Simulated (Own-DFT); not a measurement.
## Calculated data, HfO$_{2}$ (monoclinic hafnia, atoms displaced)

All values are calculated (Own-DFT development build). A calculation, not a measurement: plane-wave PBE density functional theory by an unreviewed code, no spin, of a simulated periodic cell, stress positive in tension, free energy of the whole cell less one offset for each atom, hafnium file: forces about 75 meV/angstrom off all-electron values; oxygen file: force components 24 meV/angstrom off all-electron in one glass; forces on such cells passed a denser k mesh, this cell's mesh not checked; offsets are fitted by least squares, one for each functional and potential file, so energies compare only between cells with the same atoms and settings and are not formation energies; the far tail of each file's local potential was reset to the Coulomb form; each entry is a single point on an unrelaxed cell, so the pressure reflects the starting lattice, mostly measured values, from which strain is counted, and rises with the displacements; printed positions are rounded, which can move forces by about a meV/angstrom; the program is a retired in-house code; no spin-orbit coupling; before rounding, a Quantum ESPRESSO 7.3.1 run of the same cell and cutoff gave forces within 1 meV/angstrom rms on each cell, which checks the program and not the settings.

## HfO$_{2}$ (monoclinic hafnia, atoms displaced)

```
HfO2
1.0
     10.2340     0.0000     0.0000
      0.0000    10.3500     0.0000
     -1.6955     0.0000    10.4453
Hf O Hf O Hf O Hf O Hf O Hf O Hf O Hf O
4 8 4 8 4 8 4 8 4 8 4 8 4 8 4 8
Direct
  0.13195 0.01681 0.10625
  0.35445 0.26781 0.15304
  0.36818 0.48690 0.39195
  0.13245 0.23451 0.35490
  0.02152 0.17344 0.18429
  0.46370 0.41826 0.08572
  0.47931 0.33845 0.32915
  0.03169 0.07958 0.43308
  0.22017 0.37789 0.23809
  0.26721 0.13059 0.00003
  0.27313 0.10652 0.25833
  0.23632 0.36786 0.47518
  0.14847 0.01676 0.60695
  0.36489 0.27369 0.65137
  0.36728 0.47198 0.91167
  0.14664 0.23754 0.84920
  0.04497 0.17603 0.67636
  0.46996 0.41586 0.57663
  0.45578 0.33750 0.82752
  0.03386 0.09870 0.91615
  0.21196 0.37577 0.74155
  0.28015 0.12332 0.50845
  0.28505 0.11908 0.76851
  0.23744 0.35876 0.99928
  0.13884 0.50866 0.10436
  0.36059 0.77028 0.15172
  0.36117 0.97664 0.38972
  0.14405 0.73828 0.34431
  0.04699 0.66922 0.16922
  0.46139 0.90357 0.06143
  0.46663 0.84480 0.32893
  0.03761 0.59935 0.42561
  0.22304 0.86620 0.23708
  0.26825 0.63126 0.01630
  0.27397 0.62331 0.25891
  0.22022 0.88142 0.49528
  0.13640 0.52258 0.60576
  0.35551 0.77268 0.64114
  0.37838 0.99212 0.91071
  0.13272 0.72641 0.84957
  0.03482 0.66607 0.68504
  0.45379 0.91212 0.57695
  0.45583 0.83601 0.82794
  0.04463 0.59255 0.91963
  0.23027 0.88139 0.73478
  0.27679 0.64045 0.50427
  0.27313 0.62039 0.77358
  0.20335 0.86949 0.98546
  0.64622 0.00283 0.11509
  0.87076 0.26706 0.15507
  0.86705 0.47740 0.40636
  0.64060 0.24251 0.36334
  0.52882 0.15996 0.17196
  0.96245 0.40383 0.08209
  0.97684 0.33619 0.32508
  0.53005 0.07915 0.41916
  0.71798 0.37125 0.24706
  0.77793 0.12295 0.01551
  0.77125 0.11597 0.24806
  0.73476 0.37369 0.49680
  0.63405 0.99400 0.59711
  0.87651 0.27330 0.64835
  0.86683 0.47495 0.90559
  0.64187 0.22871 0.85947
  0.54173 0.16898 0.68163
  0.95314 0.41386 0.57635
  0.96922 0.32668 0.84282
  0.53990 0.09489 0.92131
  0.71708 0.37614 0.74926
  0.76489 0.14037 0.51391
  0.77270 0.10898 0.77677
  0.71986 0.37528 0.98573
  0.64507 0.51891 0.10135
  0.86459 0.75765 0.13076
  0.85903 0.96366 0.39302
  0.63840 0.72025 0.35586
  0.54317 0.66176 0.18708
  0.95389 0.91112 0.08292
  0.98046 0.83948 0.32285
  0.53975 0.57720 0.42538
  0.72046 0.88187 0.22526
  0.77736 0.62271 0.00908
  0.77107 0.62613 0.25085
  0.70903 0.87456 0.49585
  0.64284 0.52472 0.60960
  0.87985 0.75973 0.65538
  0.87287 0.96370 0.89148
  0.62748 0.73053 0.84412
  0.52880 0.68467 0.67526
  0.94759 0.91695 0.57894
  0.95171 0.82478 0.83082
  0.52156 0.58181 0.92915
  0.72570 0.87867 0.74784
  0.77382 0.64110 0.51477
  0.77482 0.62275 0.76040
  0.73974 0.87833 0.99546
```

```
functional                        : PBE
potential files                   : PseudoDojo norm-conserving, scalar-relativistic, standard set
wave cutoff                       : 72 hartree
occupations                       : Fermi-Dirac
smearing width                    : 0.1 eV
k mesh                            : 2 x 2 x 2 centred on Gamma
free energy of cell above offsets : -83.421 eV
pressure                          : 9.8 GPa
stress xx                         : -10.31 GPa
stress yy                         : -9.1 GPa
stress zz                         : -9.98 GPa
stress yz                         : 0.97 GPa
stress xz                         : -0.92 GPa
stress xy                         : 1 GPa
```

Force:
```csv
element,x (eV/Å),y (eV/Å),z (eV/Å)
Hf,-0.343,0.308,-2.42
Hf,3.537,-1.983,-0.498
Hf,-0.619,-1.602,0.522
Hf,1.921,-3.524,1.637
O,5.233,-4.098,-0.457
O,0.499,-0.189,0.753
O,-3.227,1.484,-0.154
O,-0.304,0.669,-1.056
O,0.375,-0.284,0.512
O,0.4,-0.5,2.562
O,-1.101,1.571,-1.17
O,-1.02,1.358,1.962
Hf,-0.721,1.69,0.064
Hf,1.887,-2.143,-0.618
Hf,-1.129,1.223,-1.179
Hf,-0.54,-3.077,1.91
O,-0.104,-0.695,-1.432
O,0.105,1.026,0.197
O,0.55,-0.318,0.083
O,-0.764,-2.515,1.625
O,0.707,1.993,-1.91
O,-0.642,1.055,0.769
O,-0.396,0.953,-1.788
O,-1.698,1.619,-0.148
Hf,0.494,2.379,-0.388
Hf,0.697,-1.053,-2.244
Hf,-0.253,2.271,2.276
Hf,-0.762,-1.161,2.204
O,-1.126,-1.027,-0.831
O,0.742,-0.947,3.32
O,1.56,-2.784,-1.163
O,-1.498,-2.038,1.181
O,0.38,2.051,-0.587
O,0.769,-0.535,0.612
O,1.136,-1.256,0.367
O,-0.119,-1.525,-1.824
Hf,1.736,0.256,-0.12
Hf,-1.311,0.845,1.697
Hf,-1.619,0.014,-3.199
Hf,4.326,2.86,3.645
O,2.135,-3.019,-2.535
O,1.117,0.691,-0.37
O,1.428,-0.515,0.028
O,-3.427,-3.807,1.432
O,-1.543,-0.607,0.43
O,-0.236,-1.628,0.459
O,0.1,-0.769,-2.089
O,0.484,0.94,1.164
Hf,-1.333,7.279,-4.851
Hf,-6.703,-1.375,-2.362
Hf,-0.321,1.036,-2.902
Hf,0.197,-4.438,-1.022
O,-0.742,0.134,0.146
O,1.972,3.1,-1.185
O,-2.754,2.901,1.916
O,0.145,0.283,0.203
O,1.575,1.766,-0.24
O,0.112,1.103,0.614
O,0.38,-0.213,3.077
O,-0.926,1.612,0.099
Hf,-1.259,5.878,2.737
Hf,-4.305,-4.582,2.406
Hf,-0.643,-0.691,-1.862
Hf,1.52,-1.282,-0.836
O,-1.387,0.142,-1.276
O,4.33,3.452,0.137
O,-0.922,1.725,-1.071
O,-1.818,-2.116,1.213
O,1.712,1.642,-1.366
O,0.952,-0.854,0.34
O,0.84,0.679,-1.411
O,0.283,0.764,1.384
Hf,-1.821,-1.153,0.671
Hf,-0.161,1.137,2.187
Hf,0.878,2.964,0.203
Hf,-0.427,1.515,-0.271
O,-1.806,0.254,-1.265
O,3.409,1.842,0.033
O,-2.416,0.457,-0.18
O,0.727,1.059,0.329
O,2.034,-5.509,5.576
O,0.007,0.103,-0.919
O,1.342,-0.962,1.625
O,2.096,-2.45,-3.255
Hf,-0.924,-1.382,0.713
Hf,-5.168,2.935,-1.784
Hf,-3.466,7.477,1.84
Hf,-0.47,1.563,1.793
O,2.057,-2.909,-1.257
O,1.249,-0.099,0.296
O,3.708,-3.48,-0.761
O,2.722,1.781,0.111
O,-0.655,-1.681,-0.708
O,0.642,-1.592,-0.814
O,-0.124,-0.903,0.189
O,-2.151,-2.566,-1.466
```
